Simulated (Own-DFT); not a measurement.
# Response to strain: wurtzite AlGaN with randomly placed atoms, 72 atoms (Al27Ga9N36)

These are calculations, not measurements. The program, named Own-DFT, is a retired in-house plane-wave density functional code that no person has reviewed. Each row is one single-point run on a periodic cell that was not relaxed, without spin or spin-orbit coupling.

Settings of every run: PBE; PseudoDojo norm-conserving scalar-relativistic files (stringent for Ga); cutoff 96 hartree; 4 x 4 x 3 k mesh centred on Gamma; Gaussian smearing of 0.01 eV.

Known limits: forces on such cells passed a denser k mesh, each cell not checked; stress not checked against mesh or cutoff.

Unstrained cell vectors in Å: (9.394, 0.000, 0.000); (-4.697, 8.135, 0.000); (0.000, 0.000, 10.066). The unstrained cell has measured lattice constants (interpolated for alloys), not those of this functional. That, the random moves and any unrelaxed bonds set the pressure at no strain. Each run strains this cell uniformly, with the atoms carried along. Every atom was also moved at random, by a Gaussian of width 0.05 Å on each axis. The random placing of the alloy's atoms differs from row to row. Strain is the symmetric tensor, in per cent. Stress is positive in tension, and the pressure is minus a third of its trace.

```
run  e_xx (%)  e_yy (%)  e_zz (%)  s_xx (GPa)  s_yy (GPa)  s_zz (GPa)  P (GPa)  E (meV/atom)
  1      0.00      0.00      3.00       -4.03       -4.10        6.46     0.56           0.0
  2      0.00      0.00      0.75       -5.44       -5.91       -2.68     4.67           1.3
  3      0.00      0.00     -2.00       -7.71       -6.71      -18.60    11.01          33.8
  4      0.00      0.00      1.25       -5.51       -5.62       -2.65     4.60          25.8
  5      0.00      0.00     -0.50       -6.95       -7.27       -6.35     6.86           2.7
  6      0.00      0.00     -1.50       -8.83       -7.00      -13.22     9.68          24.6
  7      0.00      0.00     -1.00       -4.72       -9.57      -12.88     9.05          31.8
  8      0.00      0.00     -1.25       -5.62       -9.01      -13.19     9.27          33.0
  9      0.00      0.00     -0.25           ?           ?           ?        ?             ?
```

E is the free energy for each atom above the lowest run shown.

## Worked fit

The change of volume is close to e_xx + e_yy + e_zz. A straight line through the runs shown gives P = 6.64 - 205 x (fractional change of volume) GPa, with an error of 10 on the slope and a scatter of 0.47 GPa. The strain isn't the same on all axes and the cell isn't cubic, so the slope belongs to this path and is not the bulk modulus.

## Withheld run

Question: what pressure should run 9 give? Its volume changes by -0.25 %.

The line gives 7.2 GPa. The calculation gave 6.51 GPa.
